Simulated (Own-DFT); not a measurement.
# What a defect does to the pressure of its cell: C40 NbSi2

Source: density functional calculations with Own-DFT, an unreviewed in-house program that is no longer used. Nothing was measured or relaxed, and spin and spin-orbit coupling are left out.

All runs used: PBEsol; PseudoDojo norm-conserving scalar-relativistic files, made for PBE; cutoff 42 hartree; 4 x 4 x 5 k mesh centred on Gamma; cold (Marzari-Vanderbilt) smearing of 0.2 eV.

Known weak points: forces on such cells failed a check on a denser k mesh; stress not checked against mesh or cutoff.

All runs share one cell, with vectors in Å (0.000, 8.324, 0.000); (-9.613, 0.000, 0.000); (0.000, 0.000, 6.586) and a volume of 527.0 Å³. Atoms were moved at random from their sites; u is the rms move along one axis. The defect's site can differ from row to row.

```
cell,formula,u (Å),P (GPa)
no defect,Nb12Si24,0.0202,-2.16
no defect,Nb12Si24,0.0478,-0.87
no defect,Nb12Si24,0.0609,-0.32
one Si vacancy,Nb12Si23,0.0314,-2.54
one Si vacancy,Nb12Si23,0.0466,-1.93
one Si vacancy,Nb12Si23,0.0505,-2.02
two Nb vacancies,Nb10Si24,0.0325,-3.00
two Nb vacancies,Nb10Si24,0.0327,?
two Nb vacancies,Nb10Si24,0.0473,-2.61
two Nb vacancies,Nb10Si24,0.0514,-2.28
two Si on a Nb site each,Nb10Si26,0.0274,-1.81
two Si on a Nb site each,Nb10Si26,0.0311,-1.70
two Si on a Nb site each,Nb10Si26,0.0527,-1.17
two Nb on a Si site each,Nb14Si22,0.0319,3.66
two Nb on a Si site each,Nb14Si22,0.0321,3.61
two Nb on a Si site each,Nb14Si22,0.0558,4.77
```

## What the rows give

P = P0 + c u² + a shift for each defect gives P0 = -2.14 GPa, c = 480 ± 43 GPa/Å² and a scatter of 0.16 GPa. The shifts, and each times the cell's volume:

- two Nb on a Si site each: 5.32 ± 0.13 GPa, 17.5 eV (8.8 eV for each of its 2 sites)
- two Si on a Nb site each: -0.14 ± 0.13 GPa, -0.5 eV (-0.2 eV for each of its 2 sites) (not resolved)
- one Si vacancy: -0.94 ± 0.13 GPa, -3.1 eV
- two Nb vacancies: -1.44 ± 0.13 GPa, -4.7 eV (-2.4 eV for each of its 2 sites)

A positive shift means that the defect pushes the cell outwards. Shift times volume (160.2 GPa Å³ is 1 eV) depends little on the cell's size, so, taken for each site, it can be compared between cells at like pressure. The atoms around the defects weren't relaxed, which would change these numbers.

## Test on the hidden row

Q: what pressure belongs in the blank (two Nb vacancies, u = 0.0327 Å)?

Estimate: -3.06 ± 0.19 GPa. The calculation gave -3.32 GPa.
